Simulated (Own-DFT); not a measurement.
# Device materials side by side: how hard are they to compress?

Everything here is calculated. The program is Own-DFT (plane waves, in-house, since retired, never reviewed by a person); positions were held fixed, and spin and spin-orbit coupling were off.

Keep in mind (not all hold for every row): forces on such cells moved up to 12 meV/angstrom on a denser k mesh; forces not confirmed at this smearing and k mesh; k mesh not checked against a denser one; forces on such cells passed a denser k mesh, each cell not checked; stress not checked against mesh or cutoff.

All runs are PBE with PseudoDojo norm-conserving files; cutoff and k mesh are each material's own. Every cell starts from measured lattice constants and was given uniform random strains and small random moves of its atoms. Each triple is the change of volume in per cent, the rms move u in Å and the pressure in GPa.

- 3C SiC (C32Si32), 10.36 Å³/atom unstrained: (-2.84, 0.053, 12.51); (-1.73, 0.050, 9.42); (-1.53, 0.054, 10.39); (-1.48, 0.052, 9.15); (-0.86, 0.053, 8.34); (1.73, 0.050, 2.18); (1.98, 0.053, 0.97)
- wurtzite AlN (Al64N64), 10.45 Å³/atom unstrained: withheld
- wurtzite GaN (Ga36N36), 11.42 Å³/atom unstrained: (-1.09, 0.052, 9.86); (-0.54, 0.051, 8.93); (-0.29, 0.050, 8.24); (0.61, 0.047, 6.44); (1.30, 0.053, 5.56); (3.24, 0.053, 2.03); (3.56, 0.050, 0.93)
- diamond silicon (Si64), 20.02 Å³/atom unstrained: (-3.36, 0.051, 6.03); (-2.33, 0.049, 5.22); (-1.53, 0.048, 4.32); (0.21, 0.054, 2.60); (0.91, 0.050, 1.64); (1.09, 0.049, 1.42); (3.11, 0.049, -0.02)
- zincblende GaAs (As32Ga32), 22.58 Å³/atom unstrained: (-1.80, 0.049, 5.30); (-0.48, 0.054, 4.40); (-0.35, 0.045, 4.34); (-0.26, 0.047, 4.18); (0.08, 0.046, 4.09); (1.60, 0.050, 2.94); (2.63, 0.048, 2.19)
- grey tin (Sn64), 34.15 Å³/atom unstrained: (-1.58, 0.051, 4.49); (-1.13, 0.047, 4.33); (0.30, 0.046, 3.47); (0.48, 0.048, 3.39); (0.71, 0.047, 3.28); (1.09, 0.048, 3.11); (1.34, 0.050, 3.13)

## Analysis

Fit a line to each set against the fractional change of volume; B is minus its slope, and u is nearly the same within a set. To take it to zero pressure, assume that B rises by 4 GPa for each GPa: B0 = B - 4 x (mean pressure). The bond length of an ideal tetrahedral crystal with the unstrained volume v is d = (√3/4)(8 v)^(1/3). Cohen's empirical rule reads B0 = (1971 - 220 L) d^(-3.5) GPa, with L = 0 for group IV crystals and SiC and 1 for III-V compounds.

```
                  material  L  d (Å)   B (GPa)  mean P (GPa)  B0 (GPa)  rule (GPa)
          3C SiC (C32Si32)  0  1.888  234 ± 12           7.6  204 ± 12         213
    wurtzite AlN (Al64N64)  1  1.893         ?             ?         ?         188
    wurtzite GaN (Ga36N36)  1  1.950   186 ± 5           6.0   162 ± 5         169
    diamond silicon (Si64)  0  2.352    98 ± 4           3.0    86 ± 4          99
zincblende GaAs (As32Ga32)  1  2.448    70 ± 1           3.9    54 ± 1          76
           grey tin (Sn64)  0  2.810    51 ± 3           3.6    37 ± 3          53
```

A line through ln[B0/(1971 - 220 L)] against ln d has a slope of -4.4 ± 0.2 and a scatter of 7 %. Against the rule, B0 stands at 96 % for 3C SiC, 96 % for wurtzite GaN, 87 % for diamond silicon, 71 % for zincblende GaAs, 69 % for grey tin. PBE tends to make silicon and heavier crystals too soft, and the rule itself is only a guide.

## The run left out

Question: what B0 does the fitted trend give for wurtzite AlN (Al64N64)?

The line gives 182 GPa. Its own runs give B = 202 ± 8 GPa at a mean pressure of 6.9 GPa, so B0 = 175 GPa.
